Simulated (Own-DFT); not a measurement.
Simulation results for SiC (2H silicon carbide, strained, atoms displaced)

All values are calculated (Own-DFT development build). A calculation, not a measurement: plane-wave PBE density functional theory by an unreviewed code, no spin, of a simulated periodic cell, stress positive in tension, free energy of the whole cell less one offset for each atom, forces on such cells passed a denser k mesh, this cell's mesh not checked; offsets are fitted by least squares, one for each functional and potential file, so energies compare only between cells with the same atoms and settings and are not formation energies; the far tail of each file's local potential was reset to the Coulomb form; each entry is a single point on an unrelaxed cell, so the pressure reflects the starting lattice, mostly measured values (interpolated for alloys), from which strain is counted, and rises with the displacements; printed positions are rounded, which can move forces by about a meV/angstrom; the program, named Own-DFT, is a retired in-house code; no spin-orbit coupling.

Entry: SiC (2H silicon carbide, strained, atoms displaced)

```xyz
72
Lattice="9.3323 -0.1367 0.0786 -4.7845 8.1937 -0.1183 0.0855 -0.0994 10.2334" Properties=species:S:1:pos:R:3 SiC
Si    -4.6897     8.1503    -0.0972
Si    -0.0216     1.8105     2.5945
C     -4.7342     8.1617     1.7582
C     -0.0455     1.7842     4.4199
Si     4.5797     7.9679     5.1861
Si    -0.0352     1.7026     7.6839
C      0.2148    -0.0587     7.0393
C      0.0831     1.6888     9.5770
Si     7.8128     2.4690    10.2287
Si    -1.5586     4.4209     2.5228
C      7.6993     2.6553     1.9523
C     -1.5845     4.4656     4.4636
Si    -1.4961     2.6933     5.0107
Si    -1.4966     4.4242     7.6050
C      7.7731     2.5008     7.0841
C     -1.5365     4.4492     9.5640
Si     6.1096     5.3808     0.0211
Si    -3.2679     7.3185     2.4513
C     -3.1583     5.5042     1.8365
C     -3.1811     7.1430     4.3570
Si    -3.1247     5.5275     4.9476
Si    -3.2115     7.2010     7.6370
C      6.1809     5.2265     7.0310
C     -3.1672     7.1587     9.4476
Si    -1.6971     8.0887    -0.0324
Si     3.1061     1.7211     2.4851
C     -1.6676     8.0673     1.8269
C      3.1456     1.7401     4.5106
Si    -1.5659     8.0667     5.0005
Si     3.1759     1.7022     7.6910
C      3.1622    -0.1093     7.0032
C      3.1315     1.5773     9.5751
Si     1.4523     2.7229    -0.0117
Si     1.6202     4.4427     2.4453
C      1.5229     2.6586     1.9813
C      1.5502     4.3851     4.4565
Si     1.5846     2.6460     5.0333
Si     1.4771     4.4222     7.6885
C      1.5923     2.6700     6.9861
C      1.5670     4.3718     9.5643
Si    -0.0211     5.3233    10.1158
Si    -0.0019     7.1261     2.4439
C     -0.0103     5.3950     1.8822
C     -0.1033     7.2482     4.3982
Si    -0.0221     5.4070     5.1016
Si     0.0565     7.1772     7.5860
C      0.0361     5.3963     6.9949
C     -0.1347     7.1143     9.6019
Si     6.2309    -0.0330     0.0650
Si     6.2277     1.7698     2.5486
C      1.5605     8.0775     1.8686
C      6.2796     1.6681     4.5140
Si     6.2743    -0.0794     5.0716
Si     6.3053     1.6619     7.7022
C      1.5227     7.9182     6.9580
C      6.3024     1.6760     9.5198
Si     4.5864     2.6227     0.0783
Si     4.6174     4.4451     2.5689
C      4.5200     2.6266     1.8796
C      4.6245     4.4344     4.4907
Si     4.6101     2.5538     5.2226
Si     4.6615     4.3381     7.5762
C      4.6979     2.5876     7.0443
C      4.5565     4.2850     9.5520
Si     2.9793     5.3335    -0.0157
Si     3.0197     7.1286     2.4650
C      3.0381     5.3335     1.8731
C      3.0274     7.1799     4.4249
Si     3.1024     5.2975     5.0624
Si     3.1079     7.0358     7.6728
C      3.0332     5.3277     6.9315
C      3.0597     7.1607     9.5866
```

- functional: PBE
- potential files: PseudoDojo norm-conserving, scalar-relativistic, standard set
- wave cutoff: 42 hartree
- occupations: Fermi-Dirac
- smearing width: 0.1 eV
- k mesh: 4 x 4 x 3 centred on Gamma

Questions
1. What stress xx does the calculation give for SiC (2H silicon carbide, strained, atoms displaced)?

Calculated values
1. 2.39 GPa

Further results for SiC (2H silicon carbide, strained, atoms displaced):

- free energy of cell above offsets: -5.819 eV
- pressure: -2.99 GPa
- stress yy: 3.63 GPa
- stress zz: 2.95 GPa
- stress yz: -2.87 GPa
- stress xz: 3 GPa
- stress xy: -5.62 GPa

Force:
```
element  x (eV/Å)  y (eV/Å)  z (eV/Å)
     Si    -2.038     1.136    -0.658
     Si    -0.464    -0.712    -1.471
      C    -0.891     0.996     0.862
      C     1.817    -1.234       1.3
     Si     0.465     0.505    -2.542
     Si      2.12     0.819    -0.831
      C     -3.33     0.177     0.871
      C    -1.127    -0.173     0.444
     Si     0.604     1.029     0.372
     Si    -0.176     4.141     0.364
      C     1.315    -2.528    -1.224
      C     0.317     1.032    -0.722
     Si    -1.512     0.081     1.701
     Si    -1.441     1.296     0.167
      C     1.649     0.303    -0.984
      C    -0.736    -0.519    -0.773
     Si    -0.358    -1.841    -0.831
     Si      1.53    -1.728      0.69
      C    -0.238    -0.954     0.412
      C     -0.19     4.309    -0.637
     Si    -0.392    -4.369     2.323
     Si     2.849    -1.162    -2.031
      C     1.116     0.908    -0.346
      C     0.546    -0.307     1.681
     Si    -0.641     1.084    -1.209
     Si    -1.111    -1.071     2.034
      C     0.654     0.862     0.454
      C    -0.792    -1.368    -1.431
     Si    -2.348      1.36      0.45
     Si    -1.193    -0.661    -0.589
      C     0.772    -0.296     1.314
      C     0.077     0.969     1.347
     Si     1.504    -1.367      0.12
     Si    -2.981     0.069     2.474
      C     0.151     -0.31    -1.855
      C    -0.224     1.848    -1.178
     Si    -0.525    -0.441     1.347
     Si     1.807    -0.243    -1.684
      C    -0.769    -0.953     0.682
      C     -1.18     0.675     0.142
     Si      0.53    -0.059     1.714
     Si    -1.238     1.474     0.786
      C     0.156    -1.536    -0.786
      C     1.975    -1.833    -0.954
     Si     0.589    -0.563     -1.04
     Si    -3.443     -0.34     1.036
      C    -1.057    -0.799       0.3
      C      2.67     0.348     -1.51
     Si    -0.682    -0.434    -0.455
     Si    -1.346    -1.574      1.21
      C     -1.66     1.168    -0.655
      C    -1.209     1.273    -0.546
     Si    -0.061    -1.289     1.531
     Si    -1.783    -1.361    -1.234
      C      2.07      2.98    -0.603
      C    -1.171    -0.872     2.874
     Si    -0.209     0.149    -3.283
     Si     0.128     0.001    -0.248
      C     3.011     0.623     1.344
      C     0.789    -0.903      -0.5
     Si     1.878     1.142    -2.041
     Si    -1.011     1.061     1.276
      C     0.462    -1.202     0.666
      C     1.471     0.933     0.397
     Si      1.01     1.073    -0.804
     Si     1.127     0.398     1.018
      C      1.66     0.745    -0.258
      C     0.396    -1.196    -0.393
     Si     -1.32     0.955         0
     Si    -0.248     0.954    -0.795
      C     1.133    -0.973     1.691
      C     0.749    -1.705    -0.294
```
